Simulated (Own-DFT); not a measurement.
# How strain changes the stress of diamond germanium, 64 atoms (Ge64)

Everything here is calculated. The program is Own-DFT (plane waves, in-house, since retired, never reviewed by a person); positions were held fixed, and spin and spin-orbit coupling were off.

Settings: PBE; PseudoDojo norm-conserving scalar-relativistic files; cutoff 42 hartree; 3 x 3 x 3 k mesh centred on Gamma; Fermi-Dirac smearing of 0.1 eV.

Known weak points: forces on such cells moved up to 12 meV/angstrom on a denser k mesh; stress not checked against mesh or cutoff.

Unstrained cell vectors in Å: (11.316, 0.000, 0.000); (0.000, 11.316, 0.000); (0.000, 0.000, 11.316). The unstrained cell has measured lattice constants (interpolated for alloys), not those of this functional. That, the random moves and any unrelaxed bonds set the pressure at no strain. Each run strains this cell uniformly, with the atoms carried along. Each atom got a random Gaussian move of width 0.08 Å along each axis. Strain is the symmetric tensor, in per cent. Stress is positive in tension, and the pressure is minus a third of its trace.

```
run,e_xx (%),e_yy (%),e_zz (%),e_yz (%),e_xz (%),e_xy (%),s_xx (GPa),s_yy (GPa),s_zz (GPa),s_yz (GPa),s_xz (GPa),s_xy (GPa),P (GPa),E (meV/atom)
1,0.31,2.07,2.53,0.54,0.66,-2.02,-2.59,-1.42,-1.27,1.08,0.97,-3.03,1.76,0.0
2,-2.36,-2.92,-1.76,-3.59,-3.93,-3.18,-15.80,-15.19,-15.03,-10.26,-11.95,-10.22,15.34,305.5
3,3.40,0.15,3.38,-4.02,-2.95,0.07,-0.82,-2.34,-0.96,-5.87,-3.91,-0.85,1.37,43.3
4,-4.61,2.48,-1.84,-4.90,2.94,0.47,-12.87,-9.21,-12.29,-11.59,6.00,1.40,11.46,228.8
5,-1.62,-1.07,0.82,-0.83,1.25,-4.93,-8.36,-8.06,-6.61,0.17,3.55,-8.35,7.68,97.0
6,4.37,-1.58,-4.70,2.32,2.84,-2.33,-4.71,-9.05,-10.29,5.28,5.78,-4.42,8.02,132.1
7,-4.25,3.93,-1.40,-4.94,2.85,-3.46,-10.57,-6.41,-9.47,-8.87,3.40,-5.16,8.82,171.4
8,-3.51,-2.60,-3.10,-2.13,-2.01,3.41,-15.35,-15.28,-15.85,-5.19,-5.31,6.12,15.50,216.4
9,-0.47,4.00,-4.38,3.90,2.82,-2.65,-8.16,-5.30,-10.19,9.18,6.56,-5.92,7.89,155.0
10,-2.59,-3.17,2.31,-2.86,-3.49,-2.15,-10.92,-10.73,-7.21,-5.50,-6.95,-5.36,9.62,151.0
11,0.81,1.39,2.14,-3.87,4.30,-4.68,-4.29,-3.99,-3.79,-3.37,5.70,-6.58,4.02,102.4
12,0.63,2.86,-0.65,-4.10,-0.51,0.30,-4.44,-3.12,-4.73,-6.66,-0.04,1.07,4.10,76.6
13,-3.66,2.44,3.33,-4.37,-3.06,-4.15,-7.62,-4.62,-4.42,-7.57,-6.30,-6.67,5.55,137.8
14,2.53,-1.33,4.41,-3.41,0.50,-4.92,-2.68,-4.82,-1.25,-4.21,0.12,-6.91,2.92,92.8
15,-1.94,-0.12,-1.49,4.22,1.27,4.42,-11.03,-10.16,-10.56,8.98,0.48,8.39,10.58,187.0
16,-4.71,-2.61,0.69,-3.46,-4.45,3.08,-15.43,-14.70,-13.04,-6.07,-8.51,6.59,14.39,269.1
17,-2.78,2.68,-4.16,-3.96,-2.25,-1.64,-11.33,-7.87,-12.38,-9.27,-5.66,-5.07,10.53,164.1
18,-0.66,4.77,3.05,4.72,4.51,-2.59,?,?,?,?,?,?,?,?
```

E is the free energy for each atom above the lowest run shown.

## What the rows give

Each stress component was fitted by least squares to a constant and the strains of the runs shown, as fractions, with shears doubled. Shear strains stay in the fit of a normal stress only where such slopes are resolved. The slopes, in GPa:

```
stress  at no strain  per e_xx  per e_yy  per e_zz  scatter
  s_xx          -7.2   134 ± 8    79 ± 9    65 ± 8     0.89
  s_yy          -7.2    78 ± 7   135 ± 8    68 ± 7     0.79
  s_zz          -7.2    83 ± 9   75 ± 10   124 ± 9     1.00
```

The slope of each shear stress on twice its own strain, from a fit on all six strains: yz 101 ± 8, xz 91 ± 11, xy 101 ± 6 GPa. These are stiffnesses along x, y and z of the frame in which the cell vectors are given, which need not be the crystal's axes. The atoms are held to the strained lattice; where symmetry lets them move under strain, relaxing them would lower some slopes. Symmetry asks for nearly equal slopes across the diagonal; the mismatch is a measure of noise. A ninth of the table's sum, 93 ± 4 GPa, estimates the bulk modulus near the mean pressure of these runs, 8.2 GPa, so it lies above the value at zero pressure.

## Prediction

Asked: what normal stresses and pressure should run 18 give?

From the fit: s_xx = -2.3, s_yy = 0.8, s_zz = -0.4 and P = 0.6 GPa. The hidden result is -4.05, -1.26, -2.39 and P = 2.57 GPa.
